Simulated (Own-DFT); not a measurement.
SiC (2H silicon carbide, atoms displaced), SiC (3C silicon carbide, atoms displaced), GaN (wurtzite, strained, atoms displaced), SiC (4H silicon carbide, atoms displaced) (calculated)

A calculation, not a measurement: plane-wave PBE density functional theory by an unreviewed code, no spin, of a simulated periodic cell, stress positive in tension, free energy of the whole cell less one offset for each atom, forces on such cells passed a denser k mesh, this cell's mesh not checked; offsets are fitted by least squares, one for each functional and potential file, so energies compare only between cells with the same atoms and settings and are not formation energies; the far tail of each file's local potential was reset to the Coulomb form; each entry is a single point on an unrelaxed cell, so the pressure reflects the starting lattice, mostly measured values (interpolated for alloys), from which strain is counted, and rises with the displacements; printed positions are rounded, which can move forces by about a meV/angstrom; the program, named Own-DFT, is a retired in-house code; no spin-orbit coupling. Program: Own-DFT development build.

Settings shared by all entries: functional PBE.

(1) 
```cif
# cell vector a (Å): 6.1654 0.0000 0.0000
# cell vector b (Å): -3.0827 5.3394 0.0000
# cell vector c (Å): 0.0000 0.0000 10.0681
data_SiC
_symmetry_space_group_name_H-M 'P 1'
_symmetry_Int_Tables_number 1
_cell_length_a 6.1654
_cell_length_b 6.1654
_cell_length_c 10.0681
_cell_angle_alpha 90.000
_cell_angle_beta 90.000
_cell_angle_gamma 120.000
_cell_volume 331.44
loop_
_atom_site_label
_atom_site_type_symbol
_atom_site_fract_x
_atom_site_fract_y
_atom_site_fract_z
_atom_site_occupancy
Si1 Si 0.99333 0.99682 0.99925 1
Si2 Si 0.16712 0.33979 0.25268 1
C1 C 0.99960 0.99320 0.18963 1
C2 C 0.15834 0.32807 0.43664 1
Si3 Si 0.00956 0.00618 0.50246 1
Si4 Si 0.16659 0.33324 0.75378 1
C3 C 0.99721 0.00103 0.68531 1
C4 C 0.16659 0.33788 0.94530 1
Si5 Si 0.99761 0.50084 0.00480 1
Si6 Si 0.16705 0.84431 0.24618 1
C5 C 0.00150 0.48998 0.18676 1
C6 C 0.17352 0.84006 0.43559 1
Si7 Si 0.00263 0.50335 0.50297 1
Si8 Si 0.16434 0.83571 0.74880 1
C7 C 0.99969 0.49462 0.68685 1
C8 C 0.16973 0.83536 0.93765 1
Si9 Si 0.50641 0.00331 0.00272 1
Si10 Si 0.66819 0.33511 0.24494 1
C9 C 0.50810 0.99927 0.19024 1
C10 C 0.66878 0.33682 0.43576 1
Si11 Si 0.50093 0.00397 0.49968 1
Si12 Si 0.66844 0.33461 0.74876 1
C11 C 0.50802 0.00839 0.68479 1
C12 C 0.66349 0.33217 0.93671 1
Si13 Si 0.49556 0.49624 0.00104 1
Si14 Si 0.66590 0.82818 0.24017 1
C13 C 0.50151 0.50157 0.18603 1
C14 C 0.67383 0.83944 0.44339 1
Si15 Si 0.50351 0.49931 0.49767 1
Si16 Si 0.66226 0.82700 0.74745 1
C15 C 0.49316 0.48680 0.68500 1
C16 C 0.66502 0.83094 0.93824 1
_calc_potential_files 'PseudoDojo norm-conserving, scalar-relativistic, standard set'
_calc_wave_cutoff 42  # hartree
_calc_occupations 'Fermi-Dirac'
_calc_smearing_width 0.1  # eV
_calc_hardware 'one NVIDIA H100'
_calc_k_mesh '5 x 5 x 3 centred on Gamma'
_calc_free_energy_of_cell_above_offsets '-4.707'  # eV
_calc_pressure 3.71  # GPa
_calc_stress_xx -3.78  # GPa
_calc_stress_yy -1.82  # GPa
_calc_stress_zz -5.53  # GPa
_calc_stress_yz 0.46  # GPa
_calc_stress_xz -0.56  # GPa
_calc_stress_xy 1.02  # GPa
_calc_wall_time 122.3  # s
```

Force:
| element | x (eV/Å) | y (eV/Å) | z (eV/Å) |
| --- | --- | --- | --- |
| Si | 1.009 | 0.35 | 0.167 |
| Si | 0.768 | -1.286 | -0.269 |
| C | -0.896 | 1.427 | -1.111 |
| C | 0.83 | 1.276 | 0.421 |
| Si | -0.763 | -0.79 | -0.972 |
| Si | -0.024 | -0.326 | -0.137 |
| C | 0.338 | -0.142 | 1.325 |
| C | -0.261 | -0.754 | -1.238 |
| Si | 0.041 | 0.248 | -1.304 |
| Si | 1.69 | -1.768 | 0.999 |
| C | -1.202 | 1.757 | 0.485 |
| C | -0.268 | -0.506 | 0.294 |
| Si | -0.153 | -0.033 | -1.245 |
| Si | 0.759 | -0.02 | -0.044 |
| C | -0.122 | 0.974 | 0.737 |
| C | -0.276 | -0.069 | 0.345 |
| Si | -0.685 | -0.384 | -0.767 |
| Si | 0.404 | -0.094 | 1.288 |
| C | -1.286 | 0.316 | -0.874 |
| C | 0.227 | 0.021 | -0.188 |
| Si | 0.798 | 0.011 | -0.542 |
| Si | 0.032 | -0.265 | 0.141 |
| C | -0.643 | -1.156 | 0.844 |
| C | 0.343 | 0.313 | 0.447 |
| Si | 0.329 | 0.278 | -0.459 |
| Si | 0.446 | 0.566 | 2.948 |
| C | -0.146 | -0.833 | 0.142 |
| C | -0.208 | -0.652 | -1.392 |
| Si | -0.726 | 0.408 | -0.184 |
| Si | -0.13 | 0.22 | -0.203 |
| C | -0.086 | 1.053 | 0.657 |
| C | -0.14 | -0.142 | -0.314 |

(2) 
```cif
# cell vector a (Å): 8.7192 0.0000 0.0000
# cell vector b (Å): 0.0000 8.7192 0.0000
# cell vector c (Å): 0.0000 0.0000 8.7192
data_SiC
_symmetry_space_group_name_H-M 'P 1'
_symmetry_Int_Tables_number 1
_cell_length_a 8.7192
_cell_length_b 8.7192
_cell_length_c 8.7192
_cell_angle_alpha 90.000
_cell_angle_beta 90.000
_cell_angle_gamma 90.000
_cell_volume 662.87
loop_
_atom_site_label
_atom_site_type_symbol
_atom_site_fract_x
_atom_site_fract_y
_atom_site_fract_z
_atom_site_occupancy
Si1 Si 0.99981 0.99812 0.99448 1
Si2 Si 0.99693 0.25014 0.24464 1
Si3 Si 0.25104 0.99838 0.25224 1
Si4 Si 0.24874 0.25149 0.01094 1
C1 C 0.11875 0.12755 0.12610 1
C2 C 0.12561 0.37080 0.38215 1
C3 C 0.37772 0.12312 0.37696 1
C4 C 0.37944 0.37284 0.12400 1
Si5 Si 0.99748 0.00569 0.50171 1
Si6 Si 0.99857 0.24878 0.74851 1
Si7 Si 0.24624 0.00101 0.74886 1
Si8 Si 0.25195 0.24859 0.50181 1
C5 C 0.12721 0.11619 0.61892 1
C6 C 0.12156 0.37140 0.87755 1
C7 C 0.37007 0.12677 0.87509 1
C8 C 0.36994 0.37391 0.62569 1
Si9 Si 0.00123 0.50306 0.99533 1
Si10 Si 0.00339 0.75580 0.25078 1
Si11 Si 0.24930 0.50335 0.24857 1
Si12 Si 0.25417 0.74913 0.99993 1
C9 C 0.12833 0.62685 0.11936 1
C10 C 0.12724 0.87179 0.37911 1
C11 C 0.37258 0.62222 0.37981 1
C12 C 0.38331 0.87782 0.13055 1
Si13 Si 0.00218 0.49971 0.49805 1
Si14 Si 0.00454 0.74058 0.75460 1
Si15 Si 0.24959 0.50296 0.75366 1
Si16 Si 0.25048 0.75000 0.49730 1
C13 C 0.12554 0.63087 0.62708 1
C14 C 0.12577 0.86913 0.87105 1
C15 C 0.37744 0.62357 0.87258 1
C16 C 0.37284 0.87081 0.62643 1
Si17 Si 0.49679 0.99675 0.00118 1
Si18 Si 0.50210 0.24492 0.25217 1
Si19 Si 0.75303 0.99923 0.24633 1
Si20 Si 0.74490 0.25136 0.00229 1
C17 C 0.62780 0.12500 0.12553 1
C18 C 0.62472 0.37595 0.37110 1
C19 C 0.87119 0.12425 0.37510 1
C20 C 0.87541 0.37705 0.12651 1
Si21 Si 0.50251 0.99673 0.49736 1
Si22 Si 0.50143 0.25107 0.74971 1
Si23 Si 0.75255 0.00822 0.74742 1
Si24 Si 0.75118 0.25062 0.49855 1
C21 C 0.62724 0.12862 0.62633 1
C22 C 0.62943 0.37289 0.87415 1
C23 C 0.87731 0.11935 0.87308 1
C24 C 0.87037 0.37710 0.61752 1
Si25 Si 0.49958 0.49319 0.99825 1
Si26 Si 0.49951 0.75298 0.24771 1
Si27 Si 0.74893 0.49693 0.24764 1
Si28 Si 0.75146 0.75061 0.00155 1
C25 C 0.62774 0.62631 0.12690 1
C26 C 0.62315 0.87971 0.37946 1
C27 C 0.87430 0.62382 0.37721 1
C28 C 0.87396 0.86730 0.12794 1
Si29 Si 0.49937 0.49350 0.49763 1
Si30 Si 0.50102 0.75198 0.75283 1
Si31 Si 0.75048 0.49687 0.74642 1
Si32 Si 0.75259 0.74928 0.49461 1
C29 C 0.62540 0.62498 0.62166 1
C30 C 0.62893 0.87727 0.87672 1
C31 C 0.87799 0.62463 0.88033 1
C32 C 0.87959 0.87225 0.62398 1
_calc_potential_files 'PseudoDojo norm-conserving, scalar-relativistic, standard set'
_calc_wave_cutoff 42  # hartree
_calc_occupations 'Fermi-Dirac'
_calc_smearing_width 0.1  # eV
_calc_k_mesh '4 x 4 x 4 centred on Gamma'
_calc_free_energy_of_cell_above_offsets '-9.547'  # eV
_calc_pressure 3.76  # GPa
_calc_stress_xx -3.88  # GPa
_calc_stress_yy -3.69  # GPa
_calc_stress_zz -3.7  # GPa
_calc_stress_yz 0.02  # GPa
_calc_stress_xz -0.32  # GPa
_calc_stress_xy 0.64  # GPa
```

Force:
| element | x (eV/Å) | y (eV/Å) | z (eV/Å) |
| --- | --- | --- | --- |
| Si | 0.203 | -0.682 | 0.844 |
| Si | 0.005 | 0.248 | 1.827 |
| Si | -0.428 | 0.376 | 0.135 |
| Si | -0.12 | -0.404 | -1.912 |
| C | 1.005 | -1.335 | -0.078 |
| C | -0.066 | 0.442 | -1.896 |
| C | -0.359 | 0.189 | -0.228 |
| C | -0.624 | 0.092 | 0.975 |
| Si | -0.016 | -1.9 | -0.655 |
| Si | 0.273 | -0.091 | -0.426 |
| Si | 0.788 | -0.854 | 0.06 |
| Si | -0.201 | -0.464 | -0.148 |
| C | -0.33 | 2.152 | 1.06 |
| C | 0.639 | 0.541 | -0.339 |
| C | 0.399 | -0.241 | 0.503 |
| C | 0.948 | 0.126 | 0.389 |
| Si | -0.068 | -0.871 | 1.23 |
| Si | -0.219 | -1.691 | 0.241 |
| Si | 0.18 | -0.842 | 0.538 |
| Si | 0.211 | 0.463 | -0.201 |
| C | -0.364 | -0.088 | 0.948 |
| C | -0.406 | 1.259 | -0.935 |
| C | 0.52 | 0.395 | -1.319 |
| C | -2.073 | -0.338 | -1.031 |
| Si | -0.18 | 0.52 | 0.562 |
| Si | -1.27 | 1.744 | -0.914 |
| Si | -0.393 | -0.682 | -0.764 |
| Si | 0.153 | -0.255 | 1.234 |
| C | 0.316 | -1.844 | -0.585 |
| C | 0.421 | 0.873 | 1.194 |
| C | 0.197 | -0.017 | 0.961 |
| C | 0.597 | 0.974 | -0.16 |
| Si | 1.003 | 1.192 | -0.759 |
| Si | -0.035 | 0.537 | -0.242 |
| Si | -0.612 | -0.213 | 0.844 |
| Si | 1.633 | -0.515 | -0.34 |
| C | -0.627 | -0.41 | -0.255 |
| C | -0.046 | -0.812 | 0.439 |
| C | 0.681 | 0.245 | -0.527 |
| C | -0.095 | -0.082 | -0.916 |
| Si | -0.727 | 0.66 | 1.751 |
| Si | -0.731 | -0.28 | 0.14 |
| Si | -0.137 | -2.23 | -0.12 |
| Si | -0.763 | 0.001 | -0.453 |
| C | -0.556 | -0.2 | -0.63 |
| C | -0.72 | 0.263 | -0.145 |
| C | -0.403 | 1.632 | 0.491 |
| C | 1.331 | -0.507 | 1.178 |
| Si | 0.725 | 1.375 | 0.122 |
| Si | 0.824 | -1.151 | 1.633 |
| Si | 0.417 | 1.023 | 0.571 |
| Si | -0.322 | -0.443 | -0.322 |
| C | -0.854 | -0.441 | -0.62 |
| C | 1.057 | -1.206 | -1.708 |
| C | 0.726 | -0.11 | -1.31 |
| C | 0.615 | 1.731 | -0.624 |
| Si | -0.071 | 1.053 | 0.62 |
| Si | 0.518 | -0.318 | -0.882 |
| Si | -0.003 | 1.126 | 0.287 |
| Si | -0.347 | 0.397 | 1.284 |
| C | -0.145 | -0.246 | 0.422 |
| C | -0.402 | 0.042 | -0.26 |
| C | -1.032 | -0.223 | -1.226 |
| C | -0.642 | 0.311 | 0.449 |

(3) 
```cif
# cell vector a (Å): 12.7560 0.0000 0.0000
# cell vector b (Å): -4.7835 8.2853 0.0000
# cell vector c (Å): 0.0000 0.0000 10.3182
data_GaN
_symmetry_space_group_name_H-M 'P 1'
_symmetry_Int_Tables_number 1
_cell_length_a 12.7560
_cell_length_b 9.5670
_cell_length_c 10.3182
_cell_angle_alpha 90.000
_cell_angle_beta 90.000
_cell_angle_gamma 120.000
_cell_volume 1090.50
loop_
_atom_site_label
_atom_site_type_symbol
_atom_site_fract_x
_atom_site_fract_y
_atom_site_fract_z
_atom_site_occupancy
Ga1 Ga 0.08334 0.22389 0.00165 1
Ga2 Ga 0.17427 0.12026 0.24675 1
N1 N 0.08067 0.22114 0.18368 1
N2 N 0.16930 0.12120 0.43773 1
Ga3 Ga 0.07717 0.21526 0.49601 1
Ga4 Ga 0.17368 0.10837 0.74137 1
N3 N 0.08310 0.21796 0.69044 1
N4 N 0.17665 0.11849 0.94332 1
Ga5 Ga 0.08748 0.55533 0.00122 1
Ga6 Ga 0.16243 0.43866 0.25181 1
N5 N 0.07794 0.55391 0.18200 1
N6 N 0.16133 0.44305 0.42935 1
Ga7 Ga 0.09197 0.56143 0.50211 1
Ga8 Ga 0.16571 0.44085 0.75597 1
N7 N 0.07707 0.53935 0.68529 1
N8 N 0.17110 0.44403 0.94838 1
Ga9 Ga 0.08075 0.88697 0.00204 1
Ga10 Ga 0.16894 0.78021 0.24666 1
N9 N 0.07589 0.90031 0.18504 1
N10 N 0.16476 0.77593 0.43780 1
Ga11 Ga 0.09180 0.89555 0.49656 1
Ga12 Ga 0.16602 0.77226 0.75045 1
N11 N 0.08271 0.89345 0.68205 1
N12 N 0.16734 0.78258 0.94184 1
Ga13 Ga 0.33280 0.21996 0.00582 1
Ga14 Ga 0.41625 0.11570 0.24992 1
N13 N 0.33609 0.22236 0.18346 1
N14 N 0.41247 0.11100 0.44030 1
Ga15 Ga 0.33458 0.22470 0.49933 1
Ga16 Ga 0.40946 0.10743 0.75941 1
N15 N 0.33400 0.21830 0.68807 1
N16 N 0.41986 0.10793 0.94268 1
Ga17 Ga 0.33346 0.55110 0.99889 1
Ga18 Ga 0.41074 0.43522 0.25509 1
N17 N 0.33361 0.55375 0.19568 1
N18 N 0.40632 0.44669 0.44627 1
Ga19 Ga 0.33398 0.56144 0.50552 1
Ga20 Ga 0.41527 0.44539 0.75409 1
N19 N 0.32747 0.55005 0.68588 1
N20 N 0.41880 0.44403 0.93245 1
Ga21 Ga 0.33462 0.89557 0.00292 1
Ga22 Ga 0.42459 0.78190 0.24969 1
N21 N 0.33589 0.89205 0.19192 1
N22 N 0.42160 0.78317 0.43762 1
Ga23 Ga 0.33063 0.89632 0.49617 1
Ga24 Ga 0.41456 0.77588 0.75258 1
N23 N 0.32864 0.88369 0.69249 1
N24 N 0.41787 0.77604 0.93538 1
Ga25 Ga 0.58033 0.21386 0.99607 1
Ga26 Ga 0.67088 0.12088 0.24978 1
N25 N 0.58687 0.23056 0.18662 1
N26 N 0.66974 0.11220 0.43793 1
Ga27 Ga 0.58635 0.21892 0.50376 1
Ga28 Ga 0.66684 0.10707 0.74314 1
N27 N 0.57999 0.22703 0.69389 1
N28 N 0.66530 0.11965 0.93035 1
Ga29 Ga 0.58387 0.55916 0.00501 1
Ga30 Ga 0.66870 0.45071 0.24585 1
N29 N 0.58905 0.55900 0.19149 1
N30 N 0.66887 0.44872 0.43302 1
Ga31 Ga 0.57807 0.54218 0.50217 1
Ga32 Ga 0.66926 0.44183 0.75119 1
N31 N 0.58142 0.55018 0.69530 1
N32 N 0.67350 0.45131 0.93875 1
Ga33 Ga 0.58020 0.88148 0.99605 1
Ga34 Ga 0.66420 0.77604 0.24759 1
N33 N 0.58342 0.89391 0.18121 1
N34 N 0.66950 0.77514 0.44245 1
Ga35 Ga 0.58132 0.88426 0.49832 1
Ga36 Ga 0.66289 0.77566 0.75330 1
N35 N 0.57968 0.87863 0.68451 1
N36 N 0.66466 0.77052 0.94107 1
Ga37 Ga 0.83541 0.21565 0.99349 1
Ga38 Ga 0.92204 0.11790 0.25424 1
N37 N 0.83556 0.22546 0.19218 1
N38 N 0.92222 0.11085 0.43462 1
Ga39 Ga 0.83177 0.21857 0.50067 1
Ga40 Ga 0.92128 0.11734 0.74433 1
N39 N 0.82857 0.21598 0.68504 1
N40 N 0.91566 0.11720 0.94008 1
Ga41 Ga 0.83416 0.56017 0.00394 1
Ga42 Ga 0.92023 0.44520 0.25826 1
N41 N 0.82906 0.55234 0.18398 1
N42 N 0.91318 0.44039 0.43371 1
Ga43 Ga 0.83662 0.55463 0.49180 1
Ga44 Ga 0.92082 0.44962 0.74456 1
N43 N 0.83259 0.55782 0.69220 1
N44 N 0.91320 0.44010 0.94654 1
Ga45 Ga 0.82703 0.88645 0.99922 1
Ga46 Ga 0.92577 0.78697 0.25027 1
N45 N 0.83238 0.89339 0.18838 1
N46 N 0.92349 0.77823 0.44444 1
Ga47 Ga 0.83562 0.88411 0.49548 1
Ga48 Ga 0.91632 0.77768 0.74493 1
N47 N 0.83188 0.88206 0.68294 1
N48 N 0.91901 0.78177 0.94431 1
_calc_potential_files 'PseudoDojo norm-conserving, scalar-relativistic, standard set with the stringent files for Ga'
_calc_wave_cutoff 96  # hartree
_calc_occupations 'Gaussian'
_calc_smearing_width 0.01  # eV
_calc_k_mesh '3 x 4 x 3 centred on Gamma'
_calc_free_energy_of_cell_above_offsets '-5.784'  # eV
_calc_pressure 7.65  # GPa
_calc_stress_xx -7.97  # GPa
_calc_stress_yy -5.48  # GPa
_calc_stress_zz -9.49  # GPa
_calc_stress_yz -0.04  # GPa
_calc_stress_xz 0.58  # GPa
_calc_stress_xy -1.06  # GPa
```

Force:
| element | x (eV/Å) | y (eV/Å) | z (eV/Å) |
| --- | --- | --- | --- |
| Ga | 0.393 | -0.96 | -0.765 |
| Ga | -1.417 | -0.569 | 0.236 |
| N | 0.996 | 0.399 | 1.018 |
| N | 0.712 | -0.857 | -0.542 |
| Ga | 1.051 | 1.71 | 1.101 |
| Ga | -1.58 | 0.252 | 1.737 |
| N | 0.65 | 0.617 | -0.539 |
| N | -1.664 | -1.159 | -1.183 |
| Ga | -1.399 | -0.131 | -0.667 |
| Ga | -0.035 | 0.946 | -1.647 |
| N | 1.098 | 0.857 | 1.655 |
| N | 0.752 | 0.048 | 2.304 |
| Ga | -1.14 | -1.23 | -0.848 |
| Ga | 0.183 | -0.553 | -0.134 |
| N | 1.109 | 1.854 | 0.462 |
| N | -0.808 | 0.099 | -1.528 |
| Ga | 0.013 | 1.04 | -0.754 |
| Ga | -0.729 | -0.46 | -0.264 |
| N | 3.488 | 0.392 | 0.538 |
| N | 0.499 | 0.431 | -0.5 |
| Ga | -1.06 | 0.016 | 0.035 |
| Ga | -1.062 | 0.025 | 0.156 |
| N | 1.067 | -1.136 | 0.758 |
| N | 0.484 | -0.62 | -0.425 |
| Ga | 0.937 | 0.911 | -1.988 |
| Ga | 1.566 | -0.177 | 0.152 |
| N | -0.172 | 0.256 | 1.667 |
| N | 0.822 | 0.897 | -0.572 |
| Ga | -0.423 | 0.227 | 0.661 |
| Ga | 1.132 | 0.12 | -1.125 |
| N | 0.198 | 0.917 | -0.175 |
| N | -1.498 | 0.489 | -0.08 |
| Ga | 0.766 | 0.668 | 1.016 |
| Ga | 0.522 | 1.741 | 0.016 |
| N | -0.048 | 0.082 | -1.016 |
| N | 2.195 | -0.659 | -1.04 |
| Ga | -1.25 | 0.077 | -1.287 |
| Ga | 0.407 | -0.392 | -1.516 |
| N | 0.148 | 0.47 | 1.348 |
| N | -0.123 | -0.205 | 2.209 |
| Ga | 0.477 | -1.463 | 0.007 |
| Ga | -0.9 | -0.589 | 0.013 |
| N | -0.106 | -0.081 | -0.192 |
| N | -1.42 | -0.297 | 0.163 |
| Ga | 1.218 | -1.106 | 0.802 |
| Ga | 0.086 | -0.132 | -0.907 |
| N | 0.383 | 0.493 | -0.819 |
| N | -0.913 | -0.281 | 0.892 |
| Ga | 0.594 | 2.391 | 0.746 |
| Ga | 0.002 | -0.424 | -0.525 |
| N | -0.587 | -1.045 | 0.162 |
| N | -0.584 | -0.674 | 0.191 |
| Ga | -0.795 | 0.742 | -0.203 |
| Ga | -1.138 | -0.091 | 0.534 |
| N | 0.515 | -1.685 | -0.858 |
| N | 1.74 | -1.942 | 0.348 |
| Ga | 0.758 | -1.625 | -0.634 |
| Ga | 0.628 | -0.528 | 0.275 |
| N | -2.165 | -0.647 | -0.193 |
| N | -0.023 | -1.069 | 0.849 |
| Ga | -0.113 | 1.375 | 0.389 |
| Ga | -0.582 | 0.769 | 0.734 |
| N | -0.193 | 0.2 | -0.881 |
| N | -1.325 | -0.91 | 0.319 |
| Ga | 0.108 | 1.523 | -0.187 |
| Ga | 0.407 | 1.019 | 0.829 |
| N | 0.584 | 0.144 | 0.773 |
| N | -0.819 | -0.435 | -0.801 |
| Ga | 1.201 | 0.375 | -0.047 |
| Ga | 1.137 | -0.433 | -0.9 |
| N | -0.574 | 0.809 | 0.642 |
| N | -0.602 | 1.145 | -0.574 |
| Ga | -2.638 | 1.542 | 1.573 |
| Ga | -1.069 | -0.976 | -1.515 |
| N | 0.262 | -0.266 | -0.585 |
| N | -1.709 | -0.741 | 1.029 |
| Ga | 0.713 | 0.243 | -0.662 |
| Ga | -0.604 | -1.579 | 0.707 |
| N | 0.769 | 0.928 | 0.158 |
| N | 2.117 | -1.664 | -1.392 |
| Ga | 0.617 | -0.52 | -0.905 |
| Ga | -1.142 | -0.041 | -2.851 |
| N | 1.343 | 1.232 | 1.948 |
| N | 1.124 | 0.234 | 2.353 |
| Ga | -0.749 | 0.187 | 1.204 |
| Ga | -1.863 | -1.304 | 1.732 |
| N | 0.934 | -0.489 | -1.362 |
| N | 1.002 | 0.865 | -1.668 |
| Ga | 1.336 | 0.739 | 0.406 |
| Ga | -2.751 | -1.901 | 0.482 |
| N | 0.285 | -0.169 | 0.367 |
| N | -0.037 | 0.21 | -1.238 |
| Ga | -0.348 | 0.102 | 0.259 |
| Ga | -0.004 | 0.308 | 0.985 |
| N | -0.732 | 1.039 | 0.937 |
| N | -0.64 | 0.062 | -1.381 |

(4) 
```cif
# cell vector a (Å): 6.1654 0.0000 0.0000
# cell vector b (Å): -3.0827 5.3394 0.0000
# cell vector c (Å): 0.0000 0.0000 10.0681
data_SiC
_symmetry_space_group_name_H-M 'P 1'
_symmetry_Int_Tables_number 1
_cell_length_a 6.1654
_cell_length_b 6.1654
_cell_length_c 10.0681
_cell_angle_alpha 90.000
_cell_angle_beta 90.000
_cell_angle_gamma 120.000
_cell_volume 331.44
loop_
_atom_site_label
_atom_site_type_symbol
_atom_site_fract_x
_atom_site_fract_y
_atom_site_fract_z
_atom_site_occupancy
Si1 Si 0.97540 0.96711 0.41788 1
Si2 Si 0.15114 0.32522 0.17013 1
C1 C 0.99587 0.00783 0.10455 1
C2 C 0.17834 0.33912 0.34403 1
Si3 Si 0.97850 0.47807 0.41067 1
Si4 Si 0.17947 0.83751 0.15255 1
C3 C 0.01250 0.51448 0.08386 1
C4 C 0.18289 0.83346 0.35244 1
Si5 Si 0.49046 0.99045 0.40336 1
Si6 Si 0.64062 0.33187 0.15464 1
C5 C 0.47154 0.99751 0.09672 1
C6 C 0.64006 0.33221 0.34346 1
Si7 Si 0.49455 0.51687 0.40554 1
Si8 Si 0.64090 0.81374 0.15667 1
C7 C 0.53247 0.51691 0.08765 1
C8 C 0.62340 0.79041 0.35572 1
Si9 Si 0.97620 0.99234 0.91285 1
Si10 Si 0.82492 0.66582 0.64434 1
C9 C 0.99778 0.02442 0.58335 1
C10 C 0.86636 0.67884 0.85075 1
Si11 Si 0.03056 0.49416 0.90316 1
Si12 Si 0.84296 0.16845 0.66038 1
C11 C 0.97741 0.48961 0.60523 1
C12 C 0.85180 0.15811 0.83897 1
Si13 Si 0.50344 0.98253 0.90930 1
Si14 Si 0.33583 0.68850 0.63929 1
C13 C 0.50825 0.01242 0.59554 1
C14 C 0.37210 0.66161 0.84741 1
Si15 Si 0.48771 0.49256 0.90464 1
Si16 Si 0.33373 0.19360 0.64992 1
C15 C 0.53647 0.50607 0.59620 1
C16 C 0.32895 0.14605 0.84313 1
_calc_potential_files 'PseudoDojo norm-conserving, scalar-relativistic, standard set'
_calc_wave_cutoff 42  # hartree
_calc_occupations 'Fermi-Dirac'
_calc_smearing_width 0.1  # eV
_calc_hardware 'one NVIDIA H100'
_calc_k_mesh '5 x 5 x 3 centred on Gamma'
_calc_free_energy_of_cell_above_offsets '4.556'  # eV
_calc_pressure 11.12  # GPa
_calc_stress_xx -9.24  # GPa
_calc_stress_yy -16.15  # GPa
_calc_stress_zz -7.97  # GPa
_calc_stress_yz 1.07  # GPa
_calc_stress_xz -2.48  # GPa
_calc_stress_xy 1.01  # GPa
_calc_wall_time 118.6  # s
```

Force:
| element | x (eV/Å) | y (eV/Å) | z (eV/Å) |
| --- | --- | --- | --- |
| Si | 1.028 | 1.763 | -5.409 |
| Si | 0.165 | 1.625 | -3.246 |
| C | -0.546 | -1.244 | -0.362 |
| C | -2.823 | -2.166 | 2.599 |
| Si | 0.577 | 1.114 | -0.871 |
| Si | -5.538 | -2.644 | 2.351 |
| C | 0.006 | -2.141 | 2.594 |
| C | -4.422 | -2.706 | -1.257 |
| Si | 1.146 | 2.305 | 1.897 |
| Si | 3.886 | -0.006 | 0.536 |
| C | 5.787 | 2.049 | -1.704 |
| C | 2.276 | -0.483 | -0.292 |
| Si | 1.528 | -10.58 | 3.844 |
| Si | 0.976 | 2.73 | 1.141 |
| C | -4.126 | -1.633 | -0.347 |
| C | 1.542 | 11.82 | -4.735 |
| Si | 4.93 | -0.742 | 0.74 |
| Si | 4.737 | 4.551 | 5.722 |
| C | 1.967 | -1.503 | 3.282 |
| C | -1.51 | -2.343 | -1.869 |
| Si | -2.073 | 1.074 | -0.49 |
| Si | -2.338 | -0.438 | -0.182 |
| C | 2.71 | 1.453 | -2.506 |
| C | -3.144 | 1.385 | 1.242 |
| Si | -0.989 | 1.865 | -1.127 |
| Si | 1.181 | -2.098 | 3.064 |
| C | -0.801 | 0.733 | -1.008 |
| C | -6.073 | 2.473 | -3.342 |
| Si | 7.38 | -3.214 | 0.996 |
| Si | 1.646 | -3.084 | 1.935 |
| C | -8.324 | -1.296 | -3.397 |
| C | -0.762 | 1.385 | 0.202 |
